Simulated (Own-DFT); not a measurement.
# Energy and forces against displacement in beta-Si3N4, 42 atoms (N24Si18)

All numbers below are calculated, not measured. They come from Own-DFT, an in-house plane-wave density functional program, since retired, whose code no person has reviewed. Each row is one single-point run on a periodic cell that was not relaxed, without spin or spin-orbit coupling.

Settings of every run: PBE; PseudoDojo norm-conserving scalar-relativistic files; cutoff 42 hartree; 3 x 3 x 3 k mesh centred on Gamma; Fermi-Dirac smearing of 0.1 eV.

Known limits, some of them of some rows only: some atoms lie very close together; forces on such cells passed a denser k mesh, each cell not checked; stress not checked against mesh or cutoff.

Cell vectors in Å: (7.606, 0.000, 0.000); (-3.803, 6.587, 0.000); (0.000, 0.000, 8.727). In each run every atom was moved at random and independently from its ideal site; u is the rms move along one axis. E is the free energy for each atom above the fitted value at u = 0, and F the rms of the force components.

```
run,u (Å),E (meV/atom),F (eV/Å),largest force (eV/Å),P (GPa)
1,0.0191,17.9,0.748,2.62,5.53
2,0.0206,22.4,0.860,3.30,5.58
3,0.0210,22.7,0.859,2.97,5.57
4,0.0469,?,?,?,?
5,0.0514,124.1,2.180,8.98,8.36
6,0.0535,135.8,2.131,7.15,8.54
7,0.0978,502.9,4.572,18.25,18.57
8,0.1007,508.9,4.972,26.84,17.49
9,0.1038,558.9,4.922,17.65,19.76
10,0.1486,998.7,7.024,25.23,30.93
```

## Worked fit

For small independent moves the energy grows as E = (3/2) K u², with K the mean stiffness felt by one atom. The runs with u up to 0.11 Å give K = 33.5 ± 0.7 eV/Å², with residuals divided by u² + 0.0006 Å², since the noise grows with the moves. The scatter is 5.8 meV/atom at u = 0.05 Å. The forces follow F = G u with G = 43.6 eV/Å²; no force at u = 0 is resolved. G exceeds K because the moves of its neighbours add to the force on an atom, and stiffness differs between atoms. At u = 0.149 Å the parabola gives 1109 meV/atom and the run 999. The pressure follows P = 4.93 + 1342 u² GPa: at fixed volume, shortened bonds push harder than stretched ones pull.

## Withheld run

Question: what energy and rms force should run 4 give?

The fit gives 110 ± 6 meV/atom and about 2.04 eV/Å. The calculation gave 85.7 meV/atom and 1.624 eV/Å. This run lies off the fit, by chance or by something that the fit leaves out.
